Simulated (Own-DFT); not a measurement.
## Calculated data, InGa₃P₄ (zincblende random alloy, strained, atoms displaced)

Computed with Own-DFT development build. A calculation, not a measurement: plane-wave PBE density functional theory by an unreviewed code, no spin, of a simulated periodic cell, stress positive in tension, free energy of the whole cell less one offset for each atom, forces on such cells passed a denser k mesh, this cell's mesh not checked; offsets are fitted by least squares, one for each functional and potential file, so energies compare only between cells with the same atoms and settings and are not formation energies; the far tail of each file's local potential was reset to the Coulomb form; each entry is a single point on an unrelaxed cell, so the pressure reflects the starting lattice, mostly measured values, from which strain is counted, and rises with the displacements; printed positions are rounded, which can move forces by about a meV/angstrom; the program is a retired in-house code; no spin-orbit coupling; before rounding, a Quantum ESPRESSO 7.3.1 run of the same cell and cutoff gave forces within 1 meV/angstrom rms on each cell, which checks the program and not the settings.

### InGa₃P₄ (zincblende random alloy, strained, atoms displaced)

```
cell vectors (Å)
  11.3066     0.0000     0.0000
   0.0000    11.3066     0.0000
   0.0000     0.0000    10.9332
atoms (fractions of the cell vectors)
Ga  0.00380  0.99845  0.00476
In  0.99738  0.25630  0.24853
Ga  0.25410  0.99811  0.26137
Ga  0.24286  0.25314  0.00218
P   0.12299  0.12252  0.12330
P   0.13748  0.37417  0.37051
P   0.37350  0.13021  0.37052
P   0.37815  0.37399  0.12414
Ga  0.99376  0.00331  0.49352
Ga  0.00355  0.25865  0.75700
Ga  0.24674  0.99809  0.74988
Ga  0.25099  0.23821  0.49618
P   0.12501  0.12184  0.62644
P   0.12846  0.38483  0.87246
P   0.36844  0.12720  0.87406
P   0.37387  0.37674  0.62623
Ga  0.99377  0.51067  0.00471
Ga  0.99606  0.75054  0.25638
Ga  0.24996  0.50111  0.25252
Ga  0.24604  0.74622  0.99959
P   0.12261  0.62402  0.13207
P   0.12691  0.87399  0.36818
P   0.37591  0.62470  0.37048
P   0.38233  0.87480  0.12050
Ga  0.00291  0.50007  0.50131
Ga  0.99410  0.74564  0.75069
In  0.24842  0.50446  0.75425
Ga  0.25289  0.74144  0.50315
P   0.12508  0.62204  0.62371
P   0.12487  0.87175  0.87517
P   0.37084  0.63147  0.86703
P   0.37689  0.87558  0.63277
Ga  0.49525  0.00027  0.00183
Ga  0.49509  0.24994  0.25440
Ga  0.74840  0.00486  0.25715
Ga  0.74438  0.25069  0.99799
P   0.62754  0.11968  0.13154
P   0.62305  0.37215  0.37057
P   0.87627  0.12671  0.37583
P   0.87664  0.37392  0.11432
In  0.49921  0.99553  0.49396
Ga  0.49726  0.24950  0.74737
Ga  0.74702  0.00829  0.75462
Ga  0.74676  0.25021  0.50343
P   0.63079  0.12822  0.62628
P   0.62471  0.36860  0.87676
P   0.87247  0.13287  0.87332
P   0.87345  0.37044  0.62722
In  0.50061  0.50607  0.00607
In  0.49624  0.75329  0.24828
In  0.75143  0.50608  0.24330
Ga  0.75552  0.74689  0.99967
P   0.62436  0.62173  0.12145
P   0.62563  0.88025  0.37487
P   0.87758  0.62494  0.37511
P   0.87427  0.87245  0.12400
In  0.50722  0.50239  0.50015
Ga  0.49722  0.74487  0.75302
In  0.75626  0.49540  0.75188
Ga  0.74955  0.75122  0.50003
P   0.62316  0.62449  0.61631
P   0.62360  0.86861  0.87546
P   0.87549  0.61969  0.86211
P   0.87608  0.88064  0.62309
```

| Item | Value |
| --- | --- |
| functional | PBE |
| potential files | PseudoDojo norm-conserving, scalar-relativistic, standard set |
| wave cutoff | 42 hartree |
| occupations | Fermi-Dirac |
| smearing width | 0.1 eV |
| k mesh | 3 x 3 x 3 centred on Gamma |

Q: InGa₃P₄ (zincblende random alloy, strained, atoms displaced): pressure?
A: 2.51 GPa

Q: Give the table of force values for InGa₃P₄ (zincblende random alloy, strained, atoms displaced).
A: 
Force:
```
element  x (eV/Å)  y (eV/Å)  z (eV/Å)
     Ga    -0.519    -0.006    -0.679
     In     0.582     -0.27     -0.02
     Ga    -0.138     0.038    -1.553
     Ga     0.298    -0.095    -0.202
      P     1.084    -0.511     0.062
      P    -0.393     0.459     1.406
      P    -0.299    -0.252    -0.101
      P    -1.438    -0.723     0.925
     Ga     0.914    -0.459     0.431
     Ga     0.008    -0.541     -0.45
     Ga     0.122    -0.012     0.199
     Ga    -0.205     1.017     0.824
      P    -0.435     0.265    -0.199
      P    -1.922    -1.565     2.226
      P     0.337    -0.106      0.16
      P     0.073    -1.622    -0.481
     Ga     0.618    -0.544    -0.576
     Ga     0.266     0.222    -0.622
     Ga      0.48     -0.13    -0.525
     Ga     0.169     0.438     0.224
      P     0.034     0.265    -0.307
      P    -0.178    -0.134     1.214
      P    -1.516     -0.29     0.559
      P    -2.407     1.038    -0.668
     Ga     0.005    -0.565    -0.238
     Ga     0.732     0.848     -0.68
     In      0.63    -0.309    -1.281
     Ga    -0.091     0.803    -0.183
      P    -1.195     1.228    -0.733
      P    -0.419    -0.025    -0.022
      P     0.745     0.951     1.674
      P    -0.924    -0.958    -0.003
     Ga     0.584     0.325    -0.574
     Ga      0.64     0.076    -0.817
     Ga      0.52    -0.495    -0.404
     Ga      0.25      -0.5     0.357
      P    -0.632     0.718    -0.553
      P     0.673    -1.243    -0.008
      P    -1.183    -0.235     0.579
      P    -0.664     0.505    -0.961
     In    -0.432     1.197     1.269
     Ga     0.018    -0.042     0.121
     Ga     0.266    -0.733    -0.093
     Ga     0.288     0.075    -0.448
      P    -0.605     0.179     0.343
      P    -0.687    -0.454      -0.2
      P     0.557    -0.611     0.571
      P     1.576    -0.704    -1.605
     In     -0.94    -0.946    -1.946
     In     1.164    -0.278     0.165
     In     0.443    -1.241     0.453
     Ga    -0.335     0.021    -0.388
      P     1.286     2.631    -0.035
      P     2.074    -1.256     -0.59
      P     0.463     0.641     1.148
      P     0.003     0.286     0.465
     In    -1.545    -1.272    -0.806
     Ga     0.697     0.611    -0.642
     In    -2.172    -0.491    -0.854
     Ga     0.241     0.353     0.028
      P     1.374     2.224     1.976
      P     0.207     0.583     0.066
      P     1.234     1.994     2.676
      P    -0.383    -0.376     0.328
```

Further results for InGa₃P₄ (zincblende random alloy, strained, atoms displaced):

| Item | Value |
| --- | --- |
| free energy of cell above offsets | -30.397 eV |
| stress xx | -1.9 GPa |
| stress yy | -1.94 GPa |
| stress zz | -3.7 GPa |
| stress yz | 0.21 GPa |
| stress xz | -0.39 GPa |
| stress xy | -0.99 GPa |
